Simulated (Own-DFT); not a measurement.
# Strain and stress in beta-Si3N4, 112 atoms (N64Si48)

All numbers below are calculated, not measured. They come from Own-DFT, an in-house plane-wave density functional program, since retired, whose code no person has reviewed. Each row is one single-point run on a periodic cell that was not relaxed, without spin or spin-orbit coupling.

Settings of every run: PBE; PseudoDojo norm-conserving scalar-relativistic files; cutoff 42 hartree; 2 x 2 x 4 k mesh centred on Gamma; Fermi-Dirac smearing of 0.1 eV.

Known limits: forces on such cells moved up to 12 meV/angstrom on a denser k mesh; stress not checked against mesh or cutoff.

Unstrained cell vectors in Å: (15.212, 0.000, 0.000); (-7.606, 13.174, 0.000); (0.000, 0.000, 5.818). The unstrained cell has measured lattice constants (interpolated for alloys), not those of this functional. That, the random moves and any unrelaxed bonds set the pressure at no strain. Each run strains this cell uniformly, with the atoms carried along. Every atom was also moved at random, by a Gaussian of width 0.05 Å on each axis. Strain is the symmetric tensor, in per cent. Stress is positive in tension, and the pressure is minus a third of its trace.

```
run,e_xx (%),e_yy (%),e_zz (%),e_yz (%),e_xz (%),e_xy (%),s_xx (GPa),s_yy (GPa),s_zz (GPa),s_yz (GPa),s_xz (GPa),s_xy (GPa),P (GPa),E (meV/atom)
1,-0.77,-0.53,0.85,1.87,1.64,1.88,-14.14,-9.68,-6.42,5.62,5.19,9.21,10.08,32.1
2,-0.68,-1.14,1.74,-1.63,0.56,-1.09,-10.54,-12.23,-1.52,-5.10,1.39,-5.11,8.10,11.7
3,1.24,-1.37,1.70,1.48,-1.20,-1.32,-0.88,-11.06,-0.53,3.26,-2.99,-5.66,4.15,14.0
4,1.57,-0.61,-1.71,-0.01,1.28,-0.24,-2.66,-8.35,-21.99,-0.39,1.99,-0.65,11.00,22.2
5,-0.41,1.88,0.89,0.20,-1.23,-1.04,-6.86,2.10,-2.45,1.81,-4.22,-5.56,2.40,0.0
6,-0.79,-0.69,1.61,1.67,-1.79,-0.59,-13.28,-11.55,-0.39,5.81,-5.82,-5.09,8.40,28.2
7,-0.59,-1.87,-0.04,1.78,1.66,-0.39,-12.44,-18.51,-12.52,6.02,5.29,-1.52,14.49,12.4
8,0.85,1.05,-1.89,-1.57,-1.32,0.25,-4.30,-4.85,-20.30,-7.22,-2.37,1.66,9.81,36.4
9,-0.43,0.97,-0.27,-0.85,-0.60,1.89,-7.53,-3.35,-12.44,-2.60,-1.78,8.19,7.78,1.6
10,-0.47,-1.72,-0.80,-1.06,0.58,1.06,-14.59,-18.21,-17.18,-3.82,2.49,6.09,16.66,23.9
11,-1.20,-0.72,-1.16,1.28,-1.05,-0.13,-20.12,-11.98,-19.63,5.22,-2.88,-2.69,17.25,36.2
12,1.76,1.66,-1.38,-1.63,-1.03,0.97,2.83,1.65,-18.13,-4.04,-3.51,3.73,4.55,29.9
13,0.83,-0.61,0.56,0.14,1.14,-0.14,-3.57,-9.17,-6.73,-0.06,4.62,-0.92,6.49,6.5
14,1.52,1.10,-1.67,1.46,1.71,-0.45,-0.03,-1.98,-18.09,5.87,5.44,-2.51,6.70,24.1
15,0.77,0.49,0.47,1.01,-0.83,1.32,-1.26,-4.41,-6.21,3.97,-3.81,6.45,3.96,4.8
16,0.55,1.68,0.90,1.79,-0.03,1.67,0.11,2.07,-3.19,6.29,-0.13,6.04,0.34,1.2
17,-1.82,-0.41,0.91,0.17,0.68,1.24,?,?,?,?,?,?,?,?
```

E is the free energy for each atom above the lowest run shown.

## Worked fit

Each stress component was fitted by least squares to a constant and the strains of the runs shown, as fractions, with shears doubled. Shear strains stay in the fit of a normal stress only where such slopes are resolved. The slopes, in GPa:

| stress | at no strain | per e_xx | per e_yy | per e_zz | scatter |
|---|---|---|---|---|---|
| s_xx | -8.2 | 608 ± 41 | 161 ± 30 | 151 ± 30 | 1.38 |
| s_yy | -7.6 | 123 ± 31 | 486 ± 23 | 82 ± 23 | 1.03 |
| s_zz | -10.5 | 47 ± 24 | 99 ± 18 | 639 ± 18 | 0.83 |

Each shear stress against twice its own strain: yz 170 ± 11, xz 150 ± 13, xy 241 ± 12 GPa. These are stiffnesses along x, y and z of the frame in which the cell vectors are given, which need not be the crystal's axes. The atoms are held to the strained lattice; where symmetry lets them move under strain, relaxing them would lower some slopes. The table should be nearly symmetric about its diagonal, and what it lacks of that shows the noise. A ninth of its sum, 266 ± 8 GPa, estimates the bulk modulus near the mean pressure of these runs, 8.3 GPa, so it lies above the value at zero pressure.

## Withheld run

Question: what normal stresses and pressure should run 17 give?

The fit gives s_xx = -18.6, s_yy = -11.1, s_zz = -6.0 and P = 11.9 GPa. The calculation gave -17.27, -10.01, -8.26 and P = 11.85 GPa.
